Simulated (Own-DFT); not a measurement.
# A layer strained by its substrate: wurtzite GaN, 72 atoms (Ga36N36)

The numbers are computed, not measured, by runs of the plane-wave DFT program Own-DFT (in-house, retired, unreviewed) at fixed positions, with no spin and no spin-orbit coupling.

All runs used: PBE; PseudoDojo norm-conserving scalar-relativistic files; cutoff 42 hartree; 4 x 4 x 3 k mesh centred on Gamma; Fermi-Dirac smearing of 0.1 eV.

Limits: forces not confirmed at this smearing and k mesh; stress not checked against mesh or cutoff.

Unstrained cell vectors in Å: (9.567, 0.000, 0.000); (-4.784, 8.285, 0.000); (0.000, 0.000, 10.370). The unstrained cell has measured lattice constants (interpolated for alloys), not those of this functional. That, the random moves and any unrelaxed bonds set the pressure at no strain. Each run strains x and y alike by e, as a substrate would, and holds the height along z. Each atom got a random Gaussian move of width 0.05 Å along each axis. Stress is positive in tension.

| e (%) | u (Å) | (s_xx + s_yy)/2 (GPa) | s_zz (GPa) |
|---|---|---|---|
| -2.25 | 0.048 | -20.90 | -12.03 |
| -1.25 | 0.048 | -13.51 | -10.59 |
| -1.00 | 0.048 | -13.57 | -8.13 |
| 0.75 | 0.050 | -3.89 | -6.37 |
| 1.00 | 0.049 | -1.90 | -6.51 |
| 1.50 | 0.053 | ? | ? |
| 1.75 | 0.055 | 0.67 | -5.77 |
| 2.00 | 0.049 | 2.68 | -5.32 |
| 2.75 | 0.049 | 5.04 | -3.15 |
| 3.00 | 0.048 | 5.69 | -2.40 |

## What the rows give

With e as a fraction, the in-plane stress is -7.3 + 531 e - 3111 e² GPa (errors 13 and 802, scatter 0.59), and s_zz is -7.9 + 165 e GPa (slope ± 15, scatter 0.77). At e = 0 the first slope is C11 + C12 and the second 2 C13, both with the ions held to the strained lattice and at the cell's own pressure. The term in e² is negative: the layer stiffens under compression and softens under tension. A free layer would change its height as e changes, and the in-plane slope would drop by 2 C13²/C33 to the biaxial modulus. At fixed height, a misfit of 1 % moves the in-plane stress by about 5.3 GPa and s_zz by 1.6 GPa.

## Test on the hidden row

Question: what are the two stresses at e = 1.50 %?

The fitted form gives 0.0 and -5.5 GPa. The calculation gave -0.04 and -7.25 GPa.
